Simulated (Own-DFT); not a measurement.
GaN (wurtzite, strained, atoms displaced) (calculated)

All values are calculated (Own-DFT development build). A calculation, not a measurement: plane-wave PBE density functional theory by an unreviewed code, no spin, of a simulated periodic cell, stress positive in tension, free energy of the whole cell less one offset for each atom, forces on such cells passed a denser k mesh, this cell's mesh not checked; offsets are fitted by least squares, one for each functional and potential file, so energies compare only between cells with the same atoms and settings and are not formation energies; the far tail of each file's local potential was reset to the Coulomb form; each entry is a single point on an unrelaxed cell, so the pressure reflects the starting lattice, mostly measured values (interpolated for alloys), from which strain is counted, and rises with the displacements; printed positions are rounded, which can move forces by about a meV/angstrom; the program, named Own-DFT, is a retired in-house code; no spin-orbit coupling.

Common to all runs: functional PBE; potential files PseudoDojo norm-conserving, scalar-relativistic, standard set with the stringent files for Ga; wave cutoff 96 hartree; occupations Gaussian; smearing width 0.01 eV; k mesh 3 x 4 x 3 centred on Gamma.

(1) GaN (wurtzite, strained, atoms displaced)

```cif
# cell vector a (Å): 12.7560 0.0000 0.0000
# cell vector b (Å): -4.7835 8.2853 0.0000
# cell vector c (Å): 0.0000 0.0000 10.2404
data_GaN
_symmetry_space_group_name_H-M 'P 1'
_symmetry_Int_Tables_number 1
_cell_length_a 12.7560
_cell_length_b 9.5670
_cell_length_c 10.2404
_cell_angle_alpha 90.000
_cell_angle_beta 90.000
_cell_angle_gamma 120.000
_cell_volume 1082.28
loop_
_atom_site_label
_atom_site_type_symbol
_atom_site_fract_x
_atom_site_fract_y
_atom_site_fract_z
_atom_site_occupancy
Ga1 Ga 0.08837 0.23982 0.00618 1
Ga2 Ga 0.17010 0.11563 0.24903 1
N1 N 0.08510 0.22705 0.18898 1
N2 N 0.16415 0.11108 0.43039 1
Ga3 Ga 0.09248 0.23938 0.49555 1
Ga4 Ga 0.17493 0.11099 0.74832 1
N3 N 0.08227 0.21586 0.69264 1
N4 N 0.16487 0.12064 0.93702 1
Ga5 Ga 0.08040 0.55176 0.99828 1
Ga6 Ga 0.17094 0.44004 0.25419 1
N5 N 0.08153 0.55840 0.18721 1
N6 N 0.15804 0.43726 0.43847 1
Ga7 Ga 0.08058 0.56125 0.49454 1
Ga8 Ga 0.16864 0.44321 0.75911 1
N7 N 0.09021 0.55749 0.68318 1
N8 N 0.16836 0.44793 0.94686 1
Ga9 Ga 0.07534 0.87088 0.00354 1
Ga10 Ga 0.16569 0.77592 0.24096 1
N9 N 0.07413 0.88031 0.18747 1
N10 N 0.16581 0.77337 0.43932 1
Ga11 Ga 0.09429 0.89798 0.50207 1
Ga12 Ga 0.16515 0.77985 0.74448 1
N11 N 0.08298 0.89959 0.68594 1
N12 N 0.16502 0.77885 0.93712 1
Ga13 Ga 0.33218 0.22244 0.99777 1
Ga14 Ga 0.41505 0.11526 0.25108 1
N13 N 0.33414 0.22361 0.18920 1
N14 N 0.41580 0.10589 0.44255 1
Ga15 Ga 0.33594 0.22068 0.50861 1
Ga16 Ga 0.41937 0.11710 0.75250 1
N15 N 0.33594 0.21656 0.68784 1
N16 N 0.41399 0.11265 0.94534 1
Ga17 Ga 0.33132 0.54245 0.00160 1
Ga18 Ga 0.42062 0.44169 0.25554 1
N17 N 0.32768 0.54430 0.19200 1
N18 N 0.41338 0.44459 0.44031 1
Ga19 Ga 0.33812 0.56105 0.50823 1
Ga20 Ga 0.41509 0.44761 0.75449 1
N19 N 0.33024 0.55910 0.68754 1
N20 N 0.41935 0.44480 0.93845 1
Ga21 Ga 0.33432 0.89017 0.00037 1
Ga22 Ga 0.41939 0.77504 0.25085 1
N21 N 0.33234 0.88207 0.19795 1
N22 N 0.41877 0.77902 0.44386 1
Ga23 Ga 0.33855 0.88494 0.49374 1
Ga24 Ga 0.41963 0.78241 0.74333 1
N23 N 0.33609 0.88314 0.68869 1
N24 N 0.41433 0.77793 0.93740 1
Ga25 Ga 0.58177 0.22128 0.00069 1
Ga26 Ga 0.66228 0.10299 0.25641 1
N25 N 0.58265 0.21705 0.18932 1
N26 N 0.66582 0.11213 0.44312 1
Ga27 Ga 0.58704 0.22256 0.51042 1
Ga28 Ga 0.66309 0.10451 0.75153 1
N27 N 0.58082 0.23019 0.69101 1
N28 N 0.66583 0.10552 0.94501 1
Ga29 Ga 0.58390 0.55988 0.99813 1
Ga30 Ga 0.66162 0.44319 0.25324 1
N29 N 0.58146 0.55473 0.18451 1
N30 N 0.66905 0.45265 0.43846 1
Ga31 Ga 0.57609 0.55369 0.50905 1
Ga32 Ga 0.66896 0.44957 0.75584 1
N31 N 0.58224 0.55608 0.69536 1
N32 N 0.67251 0.45127 0.93042 1
Ga33 Ga 0.58634 0.89163 0.00037 1
Ga34 Ga 0.66952 0.78119 0.25411 1
N33 N 0.58524 0.89467 0.18962 1
N34 N 0.66352 0.76715 0.44230 1
Ga35 Ga 0.58721 0.89537 0.49979 1
Ga36 Ga 0.67005 0.78468 0.74814 1
N35 N 0.57591 0.88675 0.68453 1
N36 N 0.66939 0.77249 0.93267 1
Ga37 Ga 0.83056 0.21953 0.00452 1
Ga38 Ga 0.93071 0.12135 0.25258 1
N37 N 0.83098 0.22474 0.19086 1
N38 N 0.92029 0.11609 0.43836 1
Ga39 Ga 0.83883 0.21676 0.50731 1
Ga40 Ga 0.92115 0.12204 0.74308 1
N39 N 0.83516 0.23119 0.68205 1
N40 N 0.92202 0.11613 0.93865 1
Ga41 Ga 0.83299 0.55316 0.99651 1
Ga42 Ga 0.91806 0.44555 0.25026 1
N41 N 0.83870 0.56290 0.19275 1
N42 N 0.92341 0.43967 0.43305 1
Ga43 Ga 0.82716 0.54595 0.49767 1
Ga44 Ga 0.91561 0.43936 0.74358 1
N43 N 0.83335 0.55079 0.69190 1
N44 N 0.91552 0.44283 0.94647 1
Ga45 Ga 0.83304 0.88515 0.99794 1
Ga46 Ga 0.91969 0.77716 0.26128 1
N45 N 0.83176 0.89361 0.18138 1
N46 N 0.91856 0.77688 0.44038 1
Ga47 Ga 0.82245 0.88658 0.49771 1
Ga48 Ga 0.91800 0.78193 0.75295 1
N47 N 0.83002 0.89054 0.67384 1
N48 N 0.91148 0.75470 0.94775 1
```

- free energy of cell above offsets: -3.791 eV
- pressure: 9.67 GPa
- stress xx: -7 GPa
- stress yy: -8.1 GPa
- stress zz: -13.92 GPa
- stress yz: 0.49 GPa
- stress xz: 0.58 GPa
- stress xy: -1.03 GPa

Force:
```csv
element,x (eV/Å),y (eV/Å),z (eV/Å)
Ga,0.022,-2.875,-1.047
Ga,-0.25,-1.155,-1.067
N,1.322,-0.048,0.108
N,0.808,0.848,1.781
Ga,-0.036,-4.007,1.948
Ga,-1.897,0.478,1.077
N,1.046,1.583,-1.031
N,0.764,-0.941,0.624
Ga,-0.174,0.893,0.497
Ga,-1.929,1.058,-0.119
N,1.269,-0.883,0.019
N,1.166,3.859,-0.358
Ga,1.074,-0.803,0.6
Ga,-0.697,-0.242,-1.196
N,-0.955,-0.461,1.056
N,-0.029,0.912,-1.131
Ga,-0.268,1.953,-0.442
Ga,-0.442,0.065,1.274
N,1.527,1.806,0.396
N,0.408,1.584,-0.663
Ga,-1.443,-0.984,-1.171
Ga,0.516,-0.115,0.265
N,0.763,-1.364,0.742
N,0.726,-0.288,-0.21
Ga,-0.742,-0.294,0.477
Ga,0.86,-0.975,0.212
N,-0.025,0.067,-0.279
N,0.192,1.1,-0.198
Ga,-0.467,-0.238,-2.379
Ga,0.478,-1.756,0.318
N,-0.642,1.484,1.072
N,0.687,-0.057,-0.894
Ga,-0.21,2.126,0.447
Ga,-0.877,0.299,-0.774
N,1.669,1.274,-0.263
N,0.443,-0.414,0.802
Ga,-1.213,-0.772,-1.811
Ga,0.163,-0.119,-0.915
N,1.037,-0.755,1.532
N,-0.197,-0.283,0.212
Ga,-0.229,-0.652,0.409
Ga,-0.394,-0.545,-0.101
N,0.081,1.063,-1.15
N,1.291,-0.734,-1.046
Ga,-1.921,0.258,0.959
Ga,-0.906,-1.171,1.855
N,-1.631,1.601,-0.369
N,1.023,-0.52,0.274
Ga,0.319,0.616,0.015
Ga,0.562,1.986,-0.503
N,-0.531,0.581,0.295
N,0.774,0.278,0.268
Ga,-0.919,0.462,-1.809
Ga,-0.168,1.104,0.145
N,1.362,-0.598,1.083
N,-0.514,0.957,-1.483
Ga,0.86,-0.682,-0.112
Ga,1.484,0.253,-0.966
N,0.064,0.466,0.684
N,-1.355,-1.559,0.726
Ga,1.056,-0.522,-0.422
Ga,0.081,0.012,-2.175
N,-0.348,0.223,-0.253
N,-1.077,-1.309,3.142
Ga,-0.322,-1.537,-0.044
Ga,0.154,-0.214,-0.953
N,0.232,-1.75,0.093
N,-1.571,0.823,-0.647
Ga,-0.057,-0.932,-0.417
Ga,-0.287,-0.472,-0.463
N,2.194,0.865,0.453
N,-0.908,1.193,0.574
Ga,0.823,0.144,0.009
Ga,-2.931,-1.438,-0.495
N,0.582,-0.724,0.51
N,0.449,-1.066,0.271
Ga,-0.98,1.048,-3.174
Ga,-0.091,-1.312,1.131
N,-0.433,-2.089,2.27
N,-0.625,-0.512,-0.435
Ga,0.027,-2.746,2.311
Ga,-0.506,-0.138,-0.754
N,-1.179,-1.291,-0.408
N,-2.123,-0.462,1.437
Ga,1.732,1.375,0.257
Ga,0.591,1.954,1.493
N,-0.285,0.921,-0.68
N,0.33,-0.79,-1.788
Ga,0.665,0.663,-0.155
Ga,-1.419,-0.08,-1.501
N,0.676,0.051,1.864
N,-0.313,0.195,1.698
Ga,2.963,0.566,-1.759
Ga,-0.286,-0.541,-0.577
N,0.42,0.408,3.516
N,-0.932,4.762,-2.617
```

(2) GaN (wurtzite, strained, atoms displaced)

```cif
# cell vector a (Å): 12.7560 0.0000 0.0000
# cell vector b (Å): -4.7835 8.2853 0.0000
# cell vector c (Å): 0.0000 0.0000 10.2404
data_GaN
_symmetry_space_group_name_H-M 'P 1'
_symmetry_Int_Tables_number 1
_cell_length_a 12.7560
_cell_length_b 9.5670
_cell_length_c 10.2404
_cell_angle_alpha 90.000
_cell_angle_beta 90.000
_cell_angle_gamma 120.000
_cell_volume 1082.28
loop_
_atom_site_label
_atom_site_type_symbol
_atom_site_fract_x
_atom_site_fract_y
_atom_site_fract_z
_atom_site_occupancy
Ga1 Ga 0.07759 0.22795 0.00186 1
Ga2 Ga 0.16164 0.10962 0.25033 1
N1 N 0.07981 0.22010 0.18546 1
N2 N 0.16293 0.11395 0.43999 1
Ga3 Ga 0.08426 0.21436 0.49163 1
Ga4 Ga 0.16803 0.10231 0.75216 1
N3 N 0.08122 0.22264 0.68817 1
N4 N 0.16374 0.09778 0.93879 1
Ga5 Ga 0.08450 0.55705 0.99579 1
Ga6 Ga 0.16658 0.45356 0.24561 1
N5 N 0.08440 0.55224 0.18565 1
N6 N 0.16909 0.45526 0.44900 1
Ga7 Ga 0.07902 0.54824 0.51068 1
Ga8 Ga 0.16829 0.44504 0.75845 1
N7 N 0.08091 0.55376 0.69317 1
N8 N 0.16924 0.43926 0.93382 1
Ga9 Ga 0.07856 0.88221 0.00247 1
Ga10 Ga 0.17298 0.77826 0.25549 1
N9 N 0.08965 0.89485 0.19054 1
N10 N 0.16191 0.77752 0.43978 1
Ga11 Ga 0.09311 0.90142 0.50155 1
Ga12 Ga 0.16866 0.77337 0.75029 1
N11 N 0.08210 0.88541 0.68825 1
N12 N 0.16921 0.76761 0.94428 1
Ga13 Ga 0.32860 0.22202 0.99810 1
Ga14 Ga 0.42325 0.10960 0.26002 1
N13 N 0.33641 0.22284 0.18734 1
N14 N 0.41524 0.11204 0.43533 1
Ga15 Ga 0.33650 0.23151 0.50286 1
Ga16 Ga 0.43156 0.12514 0.74443 1
N15 N 0.32654 0.20378 0.68974 1
N16 N 0.41212 0.10183 0.93233 1
Ga17 Ga 0.33100 0.55288 0.99967 1
Ga18 Ga 0.41306 0.43920 0.25098 1
N17 N 0.33392 0.55856 0.19266 1
N18 N 0.41984 0.43611 0.45155 1
Ga19 Ga 0.32696 0.55413 0.50233 1
Ga20 Ga 0.42503 0.45249 0.74766 1
N19 N 0.33774 0.55473 0.69419 1
N20 N 0.42232 0.45005 0.94221 1
Ga21 Ga 0.32859 0.88528 0.99730 1
Ga22 Ga 0.41668 0.78023 0.24677 1
N21 N 0.32836 0.88058 0.19199 1
N22 N 0.41695 0.78182 0.44312 1
Ga23 Ga 0.33549 0.88673 0.50181 1
Ga24 Ga 0.41102 0.77951 0.74929 1
N23 N 0.33588 0.87922 0.69292 1
N24 N 0.41876 0.78430 0.93282 1
Ga25 Ga 0.58363 0.22750 0.99771 1
Ga26 Ga 0.66689 0.11015 0.24742 1
N25 N 0.58251 0.22690 0.18205 1
N26 N 0.66970 0.11269 0.43317 1
Ga27 Ga 0.58077 0.22010 0.50242 1
Ga28 Ga 0.66561 0.11662 0.74864 1
N27 N 0.57963 0.22099 0.68561 1
N28 N 0.66362 0.10992 0.94117 1
Ga29 Ga 0.58955 0.56032 0.00177 1
Ga30 Ga 0.65979 0.43227 0.25116 1
N29 N 0.57880 0.56122 0.18913 1
N30 N 0.66120 0.43669 0.43823 1
Ga31 Ga 0.58014 0.55633 0.49799 1
Ga32 Ga 0.67393 0.44922 0.74846 1
N31 N 0.57725 0.55467 0.67710 1
N32 N 0.66692 0.44345 0.93723 1
Ga33 Ga 0.58310 0.88947 0.00154 1
Ga34 Ga 0.66590 0.77674 0.25821 1
N33 N 0.58471 0.90109 0.18290 1
N34 N 0.66683 0.77891 0.43864 1
Ga35 Ga 0.58094 0.88786 0.49898 1
Ga36 Ga 0.66159 0.77058 0.74889 1
N35 N 0.58645 0.88754 0.67876 1
N36 N 0.66580 0.77357 0.94683 1
Ga37 Ga 0.82367 0.21924 0.99027 1
Ga38 Ga 0.92717 0.11048 0.25564 1
N37 N 0.83191 0.21821 0.18424 1
N38 N 0.92438 0.10642 0.43759 1
Ga39 Ga 0.83530 0.22651 0.50522 1
Ga40 Ga 0.91164 0.11615 0.74829 1
N39 N 0.82373 0.21910 0.69231 1
N40 N 0.91498 0.11045 0.93316 1
Ga41 Ga 0.83665 0.55212 0.99746 1
Ga42 Ga 0.91642 0.44201 0.25329 1
N41 N 0.83481 0.55328 0.19272 1
N42 N 0.92298 0.44951 0.43947 1
Ga43 Ga 0.83062 0.55026 0.49218 1
Ga44 Ga 0.91627 0.43546 0.73933 1
N43 N 0.84022 0.55568 0.68620 1
N44 N 0.91585 0.44054 0.95642 1
Ga45 Ga 0.83906 0.89422 0.00041 1
Ga46 Ga 0.91860 0.78836 0.25598 1
N45 N 0.83607 0.89337 0.19532 1
N46 N 0.92510 0.78492 0.44230 1
Ga47 Ga 0.83337 0.88089 0.50619 1
Ga48 Ga 0.92044 0.77437 0.74861 1
N47 N 0.83323 0.89679 0.69195 1
N48 N 0.91182 0.77511 0.94039 1
```

- free energy of cell above offsets: -3.370 eV
- pressure: 9.89 GPa
- stress xx: -8.42 GPa
- stress yy: -8.25 GPa
- stress zz: -13.01 GPa
- stress yz: 0.32 GPa
- stress xz: 0.19 GPa
- stress xy: -1.14 GPa

Force:
```csv
element,x (eV/Å),y (eV/Å),z (eV/Å)
Ga,0.996,-1.445,-1.04
Ga,1.512,0.746,-0.552
N,1.331,1.458,0.477
N,2.786,0.045,-0.971
Ga,-1.503,2.534,2.553
Ga,-1.587,0.579,0.13
N,0.298,-0.093,-0.004
N,-0.99,1.188,0.386
Ga,0.201,-1.54,0.999
Ga,0.908,-1.018,1.354
N,-1.075,0.919,0.266
N,-0.331,-1.898,-1.951
Ga,0.415,1.674,-1.285
Ga,0.571,-0.79,-3.032
N,0.688,-0.271,0.738
N,-0.783,0.577,2.406
Ga,0.651,-0.06,0.097
Ga,-1.854,-0.754,-0.427
N,-0.48,-1.198,0.147
N,1.271,-0.205,1.011
Ga,-0.434,-1.373,-0.005
Ga,-0.449,0.869,0.31
N,0.905,-0.234,0.36
N,-1.913,1.038,-1.443
Ga,1.078,-0.236,-0.112
Ga,-1.272,-0.243,-3.181
N,-0.462,-0.66,0.662
N,0.152,-0.306,2.549
Ga,-0.306,-2.939,0.415
Ga,-3.777,-3.132,1.821
N,0.866,2.002,-0.296
N,0.156,1.442,0.58
Ga,1.006,1.028,-0.077
Ga,0.172,0.3,0.249
N,0.095,-0.523,-0.363
N,-2.264,2.289,-2.42
Ga,1.837,0.616,0.638
Ga,-1.477,-1.914,1.147
N,-1.077,0.04,-0.489
N,-0.309,-0.608,-0.69
Ga,1.31,0.814,0.729
Ga,0.61,0.106,0.55
N,1.045,1.693,-0.768
N,0.553,-1.011,-1.19
Ga,-1.418,0.22,0.13
Ga,3.618,-1.24,0.247
N,-2.889,2.282,-1.574
N,0.094,-1.015,1.47
Ga,-0.832,-1.333,-0.282
Ga,0.421,1.304,-0.349
N,0.331,-1.371,0.751
N,-0.416,0.176,1.247
Ga,0.533,-0.382,-1.344
Ga,-0.75,-2.266,0.559
N,2.864,2.047,-0.267
N,-0.854,-0.119,-1.415
Ga,-0.608,-0.838,0.469
Ga,0.181,2.374,-0.501
N,1.071,-0.671,0.749
N,0.257,0.828,0.421
Ga,1.241,0.428,-1.138
Ga,-0.859,0.154,-0.356
N,2.617,0.235,2.061
N,0.309,0.533,-0.441
Ga,-0.071,-0.5,-0.984
Ga,-0.117,0.746,-1.999
N,0.225,-1.983,1.482
N,0.164,-0.197,0.946
Ga,0.561,0.529,-0.815
Ga,0.28,1.115,0.549
N,-0.878,0.6,2.362
N,0.183,1.375,-1.43
Ga,1.937,-0.152,2.027
Ga,-3.119,0.02,-0.878
N,0.59,0.119,0.649
N,-2.212,0.056,1.188
Ga,0.434,-1.032,-1.804
Ga,1.762,-0.428,-0.239
N,1.113,0.495,-0.794
N,-0.479,0.457,0.779
Ga,-1.127,0.536,1.334
Ga,0.289,-0.441,-1.453
N,-0.927,0.619,0.095
N,-0.824,-1.151,0.58
Ga,0.123,1.025,0.096
Ga,-0.468,1.207,2.261
N,-1.004,-0.423,-0.242
N,0.616,0.223,-3.043
Ga,-1.112,-0.345,0.481
Ga,1.088,-1.444,-0.718
N,-0.468,-0.459,-0.949
N,-0.628,-1.064,0.389
Ga,-0.218,0.838,-0.499
Ga,-1.161,0.824,0.216
N,0.44,-1.67,0.169
N,1.026,-0.348,-0.466
```

(3) GaN (wurtzite, strained, atoms displaced)

```cif
# cell vector a (Å): 12.7560 0.0000 0.0000
# cell vector b (Å): -4.7835 8.2853 0.0000
# cell vector c (Å): 0.0000 0.0000 10.2404
data_GaN
_symmetry_space_group_name_H-M 'P 1'
_symmetry_Int_Tables_number 1
_cell_length_a 12.7560
_cell_length_b 9.5670
_cell_length_c 10.2404
_cell_angle_alpha 90.000
_cell_angle_beta 90.000
_cell_angle_gamma 120.000
_cell_volume 1082.28
loop_
_atom_site_label
_atom_site_type_symbol
_atom_site_fract_x
_atom_site_fract_y
_atom_site_fract_z
_atom_site_occupancy
Ga1 Ga 0.08678 0.23288 0.00421 1
Ga2 Ga 0.17201 0.11238 0.24793 1
N1 N 0.08164 0.21625 0.18563 1
N2 N 0.16378 0.11087 0.44124 1
Ga3 Ga 0.08461 0.22302 0.49578 1
Ga4 Ga 0.16571 0.11430 0.75142 1
N3 N 0.07724 0.21310 0.70140 1
N4 N 0.16114 0.10748 0.92982 1
Ga5 Ga 0.08237 0.55139 0.00242 1
Ga6 Ga 0.16685 0.44758 0.25485 1
N5 N 0.08281 0.55765 0.19572 1
N6 N 0.16644 0.44621 0.44268 1
Ga7 Ga 0.07435 0.55362 0.50127 1
Ga8 Ga 0.16419 0.43701 0.74666 1
N7 N 0.08209 0.55462 0.69156 1
N8 N 0.17719 0.46060 0.94146 1
Ga9 Ga 0.08135 0.88191 0.99893 1
Ga10 Ga 0.16609 0.78206 0.25058 1
N9 N 0.07845 0.89387 0.18269 1
N10 N 0.17181 0.78206 0.44100 1
Ga11 Ga 0.09151 0.88890 0.49832 1
Ga12 Ga 0.16858 0.77937 0.75535 1
N11 N 0.08435 0.89341 0.69259 1
N12 N 0.17080 0.78321 0.93320 1
Ga13 Ga 0.33900 0.21939 0.99729 1
Ga14 Ga 0.41106 0.11507 0.24628 1
N13 N 0.33091 0.21882 0.18703 1
N14 N 0.41839 0.11341 0.43769 1
Ga15 Ga 0.33367 0.21981 0.49803 1
Ga16 Ga 0.41646 0.11636 0.74698 1
N15 N 0.32747 0.21508 0.69555 1
N16 N 0.41349 0.09825 0.93339 1
Ga17 Ga 0.32853 0.54673 0.99524 1
Ga18 Ga 0.41561 0.44161 0.25193 1
N17 N 0.32520 0.54958 0.18610 1
N18 N 0.41494 0.43657 0.42960 1
Ga19 Ga 0.33679 0.55549 0.50572 1
Ga20 Ga 0.41258 0.44574 0.74480 1
N19 N 0.33813 0.55782 0.69882 1
N20 N 0.42049 0.44070 0.92987 1
Ga21 Ga 0.33666 0.88148 0.00608 1
Ga22 Ga 0.42040 0.78202 0.23896 1
N21 N 0.32975 0.88509 0.18224 1
N22 N 0.42629 0.78169 0.44304 1
Ga23 Ga 0.32695 0.88848 0.50682 1
Ga24 Ga 0.41261 0.78894 0.74707 1
N23 N 0.33288 0.89370 0.69130 1
N24 N 0.41365 0.76770 0.94138 1
Ga25 Ga 0.58117 0.21380 0.00314 1
Ga26 Ga 0.66205 0.11909 0.24940 1
N25 N 0.58516 0.21612 0.18959 1
N26 N 0.65500 0.10429 0.44610 1
Ga27 Ga 0.59300 0.22495 0.48881 1
Ga28 Ga 0.67105 0.11070 0.74918 1
N27 N 0.57959 0.21522 0.68969 1
N28 N 0.66052 0.10573 0.93363 1
Ga29 Ga 0.58067 0.54436 0.00042 1
Ga30 Ga 0.66914 0.45320 0.24394 1
N29 N 0.58389 0.55699 0.20256 1
N30 N 0.66446 0.44183 0.43795 1
Ga31 Ga 0.58513 0.55491 0.50025 1
Ga32 Ga 0.65940 0.42930 0.75779 1
N31 N 0.58128 0.56425 0.68904 1
N32 N 0.67087 0.44698 0.92876 1
Ga33 Ga 0.58626 0.88902 0.99802 1
Ga34 Ga 0.66480 0.77185 0.25086 1
N33 N 0.58003 0.88754 0.19622 1
N34 N 0.67026 0.77176 0.43731 1
Ga35 Ga 0.58316 0.89343 0.50019 1
Ga36 Ga 0.66524 0.77314 0.74969 1
N35 N 0.59118 0.89256 0.68823 1
N36 N 0.66754 0.77295 0.93881 1
Ga37 Ga 0.84127 0.22186 0.00518 1
Ga38 Ga 0.91881 0.10796 0.24258 1
N37 N 0.83435 0.22926 0.19331 1
N38 N 0.92122 0.11413 0.43658 1
Ga39 Ga 0.83726 0.22387 0.49830 1
Ga40 Ga 0.91729 0.11703 0.75123 1
N39 N 0.83598 0.22434 0.68555 1
N40 N 0.91061 0.10784 0.93494 1
Ga41 Ga 0.82806 0.56006 0.00291 1
Ga42 Ga 0.91639 0.44376 0.25376 1
N41 N 0.83824 0.56651 0.18157 1
N42 N 0.91990 0.43700 0.44722 1
Ga43 Ga 0.83771 0.55735 0.49899 1
Ga44 Ga 0.92199 0.44782 0.74271 1
N43 N 0.83250 0.55782 0.69624 1
N44 N 0.92224 0.45039 0.93881 1
Ga45 Ga 0.83187 0.90143 0.00427 1
Ga46 Ga 0.92176 0.77798 0.24707 1
N45 N 0.83278 0.88623 0.19333 1
N46 N 0.92088 0.77349 0.44561 1
Ga47 Ga 0.82399 0.88533 0.49859 1
Ga48 Ga 0.90767 0.77674 0.74986 1
N47 N 0.82968 0.88797 0.68157 1
N48 N 0.92072 0.78014 0.93959 1
```

* free energy of cell above offsets: -2.985 eV
* pressure: 9.92 GPa
* stress xx: -9.12 GPa
* stress yy: -8.16 GPa
* stress zz: -12.47 GPa
* stress yz: 0.02 GPa
* stress xz: -0.46 GPa
* stress xy: -0.48 GPa

Force:
```csv
element,x (eV/Å),y (eV/Å),z (eV/Å)
Ga,0.76,-0.924,-1.835
Ga,-1.646,-0.424,0.428
N,0.282,1.126,0.983
N,1.049,0.01,-0.865
Ga,-0.385,-0.11,1.217
Ga,0.125,-1.347,-0.646
N,0.378,1.632,-2.214
N,0.533,0.824,3.145
Ga,-0.141,1.499,-0.118
Ga,-0.173,-0.591,-0.155
N,-0.127,0.003,-0.347
N,0.125,0.321,0.42
Ga,2.94,1.229,0.648
Ga,-0.033,0.886,0.495
N,1.366,0.672,-0.728
N,-2.628,-2.77,-1.256
Ga,0.248,1.149,-1.265
Ga,-0.02,-0.133,-0.341
N,2.025,0.016,1.102
N,-0.568,-1.407,-0.909
Ga,-2.042,0.356,1.571
Ga,-1.153,0.105,-1.355
N,0.094,-0.936,-0.739
N,0.315,-0.911,2.549
Ga,-1.408,-0.596,-1.058
Ga,1.827,-1.239,0.888
N,0.214,1.113,-0.746
N,-0.048,-0.525,-0.214
Ga,-0.19,-0.013,0.762
Ga,0.389,-0.475,0.201
N,0.31,1.584,-1.728
N,0.347,1.052,1.262
Ga,2.81,1.143,0.909
Ga,-0.976,0.436,-1.466
N,1.539,0.521,0.204
N,-0.19,0.706,2.687
Ga,-0.116,0.423,-0.704
Ga,1.948,-0.835,0.258
N,-2.259,0.555,-1.496
N,-0.535,-0.276,1.754
Ga,-0.962,-0.046,-2.584
Ga,-1.367,-1.5,1.963
N,-0.074,0.8,2.471
N,-2.494,-1.223,-0.879
Ga,2.566,0.698,-1.013
Ga,2.528,-0.862,0.878
N,-0.587,-0.016,-0.356
N,0.656,0.987,-0.474
Ga,-0.166,0.341,-1.328
Ga,3.074,-2.199,1.321
N,-3.145,2.219,-0.716
N,3.926,0.695,-2.207
Ga,-3.482,0.755,2.363
Ga,-0.581,0.135,-0.513
N,0.5,0.417,-0.878
N,1.357,0.63,1.333
Ga,-0.145,1.238,-0.041
Ga,1.121,-0.992,1.145
N,-0.657,-1.076,-2.654
N,1.166,0.728,-0.634
Ga,-0.439,-0.382,0.216
Ga,0.021,1.263,-3.947
N,0.77,-2.433,-0.466
N,-0.748,-1.01,4.382
Ga,-0.423,-0.793,0.128
Ga,-0.244,1.696,0.245
N,1.822,1.087,-1.407
N,-2.038,0.131,-0.267
Ga,1.417,-1.263,0.639
Ga,0.017,1.104,0.217
N,-1.378,-0.411,0.303
N,-0.206,-0.01,0.751
Ga,-2.36,1.237,-0.814
Ga,-0.744,0.215,1.499
N,0.056,-1.266,-0.091
N,-0.77,-0.729,-0.308
Ga,-0.406,-1.954,0.146
Ga,-0.603,-1.645,-0.802
N,-0.273,0.216,0.255
N,1.134,1.165,0.914
Ga,1.791,0.15,-2.25
Ga,-0.153,0.803,-0.249
N,-0.1,-1.748,2.054
N,-2.4,0.687,-1.846
Ga,-0.936,-0.553,1.165
Ga,-1.683,-0.253,1.619
N,-0.079,-1.164,-1.165
N,-0.809,-1.069,0.069
Ga,1.353,-2.355,-0.332
Ga,-1.204,0.49,1.474
N,-0.347,0.008,-0.45
N,-0.355,0.831,-1.455
Ga,2.615,1.014,-0.221
Ga,1.414,0.708,0.017
N,-0.085,0.688,1.426
N,-1.849,-0.029,0.056
```
